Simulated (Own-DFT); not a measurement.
# What a defect does to the pressure of its cell: 4H SiC

Source: density functional calculations with Own-DFT, an unreviewed in-house program that is no longer used. Nothing was measured or relaxed, and spin and spin-orbit coupling are left out.

Method: PBE; PseudoDojo norm-conserving scalar-relativistic files; cutoff 42 hartree; 4 x 4 x 3 k mesh centred on Gamma; Fermi-Dirac smearing of 0.1 eV.

Caveats (not all hold for every row): not probed for a lower state with spin; forces on such cells failed a check on a denser k mesh; forces on such cells passed a denser k mesh, each cell not checked; stress not checked against mesh or cutoff.

All runs share one cell, with vectors in Å (9.248, 0.000, 0.000); (-4.624, 8.009, 0.000); (0.000, 0.000, 10.068) and a volume of 745.7 Å³. The atoms are randomly displaced, by u rms on each axis. The defect's site can differ from row to row.

| cell | formula | u (Å) | P (GPa) |
|---|---|---|---|
| no defect | C36Si36 | 0.0282 | 3.57 |
| no defect | C36Si36 | 0.0610 | 5.87 |
| no defect | C36Si36 | 0.0628 | 6.38 |
| two N on a C site each | C34N2Si36 | 0.0288 | 2.81 |
| two N on a C site each | C34N2Si36 | 0.0312 | 2.72 |
| two N on a C site each | C34N2Si36 | 0.0487 | 3.96 |
| one C vacancy | C35Si36 | 0.0281 | 3.61 |
| one C vacancy | C35Si36 | 0.0495 | 4.76 |
| one C vacancy | C35Si36 | 0.0510 | 5.26 |
| one Al on a Si site and one N on a C site | AlC35NSi35 | 0.0512 | 5.38 |
| one Al on a Si site and one N on a C site | AlC35NSi35 | 0.0516 | 5.40 |
| one Al on a Si site and one N on a C site | AlC35NSi35 | 0.0524 | 5.39 |
| two Al on a Si site each | Al2C36Si34 | 0.0260 | 5.62 |
| two Al on a Si site each | Al2C36Si34 | 0.0275 | ? |
| two Al on a Si site each | Al2C36Si34 | 0.0490 | 7.16 |
| two Al on a Si site each | Al2C36Si34 | 0.0524 | 7.80 |

## Worked fit

P = P0 + c u² + a shift for each defect gives P0 = 2.82 GPa, c = 869 ± 48 GPa/Å² and a scatter of 0.17 GPa. The shifts, and each times the cell's volume:

- two Al on a Si site each: 2.35 ± 0.14 GPa, 10.9 eV (5.5 eV for each of its 2 sites)
- one Al on a Si site and one N on a C site: 0.24 ± 0.14 GPa, 1.1 eV (not resolved)
- one C vacancy: 0.03 ± 0.14 GPa, 0.1 eV (not resolved)
- two N on a C site each: -0.87 ± 0.15 GPa, -4.0 eV (-2.0 eV for each of its 2 sites)

Positive is outwards. The product with the volume (160.2 GPa Å³ to the eV) is nearly free of the cell's size; divided by the bulk modulus at the cell's pressure it gives the volume that the defect adds. The atoms around the defects weren't relaxed, which would change these numbers.

## The run left out

Q: what pressure belongs in the blank (two Al on a Si site each, u = 0.0275 Å)?

The fit gives 5.83 ± 0.20 GPa. The calculation gave 5.65 GPa.
